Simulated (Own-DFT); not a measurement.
# What a defect does to the pressure of its cell: C40 NbSi2

No measurement is shown. These are fixed-geometry runs of a retired plane-wave code named Own-DFT, which no person has reviewed; spin and spin-orbit coupling are neglected.

All runs used: PBE; PseudoDojo norm-conserving scalar-relativistic files; cutoff 42 hartree; 4 x 4 x 5 k mesh centred on Gamma; cold (Marzari-Vanderbilt) smearing of 0.2 eV.

Limits: forces on such cells failed a check on a denser k mesh; stress not checked against mesh or cutoff.

All runs share one cell, with vectors in Å (0.000, 8.324, 0.000); (-9.613, 0.000, 0.000); (0.000, 0.000, 6.586) and a volume of 527.0 Å³. u is the rms random offset of the atoms per axis. The defect's site can differ from row to row.

```
cell,formula,u (Å),P (GPa)
no defect,Nb12Si24,0.0173,1.44
no defect,Nb12Si24,0.0413,2.13
no defect,Nb12Si24,0.0545,3.07
two Si on a Nb site each,Nb10Si26,0.0320,1.79
two Si on a Nb site each,Nb10Si26,0.0333,1.78
two Si on a Nb site each,Nb10Si26,0.0447,2.12
two Si on a Nb site each,Nb10Si26,0.0573,?
two Nb on a Si site each,Nb14Si22,0.0320,7.51
two Nb on a Si site each,Nb14Si22,0.0490,8.03
two Nb on a Si site each,Nb14Si22,0.0514,7.94
one Si vacancy,Nb12Si23,0.0295,1.03
one Si vacancy,Nb12Si23,0.0316,1.01
one Si vacancy,Nb12Si23,0.0474,1.70
two Nb vacancies,Nb10Si24,0.0322,-0.10
two Nb vacancies,Nb10Si24,0.0524,0.52
two Nb vacancies,Nb10Si24,0.0528,0.93
```

## Working it out

P = P0 + c u² + a shift for each defect gives P0 = 1.39 GPa, c = 497 ± 53 GPa/Å² and a scatter of 0.16 GPa. The shifts, and each times the cell's volume:

- two Nb on a Si site each: 5.43 ± 0.13 GPa, 17.9 eV (8.9 eV for each of its 2 sites)
- two Si on a Nb site each: -0.18 ± 0.13 GPa, -0.6 eV (-0.3 eV for each of its 2 sites) (not resolved)
- one Si vacancy: -0.82 ± 0.13 GPa, -2.7 eV
- two Nb vacancies: -2.03 ± 0.13 GPa, -6.7 eV (-3.3 eV for each of its 2 sites)

A positive shift means that the defect pushes the cell outwards. Shift times volume (160.2 GPa Å³ is 1 eV) depends little on the cell's size, so, taken for each site, it can be compared between cells at like pressure. The atoms around the defects weren't relaxed, which would change these numbers.

## Test on the hidden row

Question: what pressure belongs in the blank (two Si on a Nb site each, u = 0.0573 Å)?

Estimate: 2.84 ± 0.21 GPa. The calculation gave 2.44 GPa.
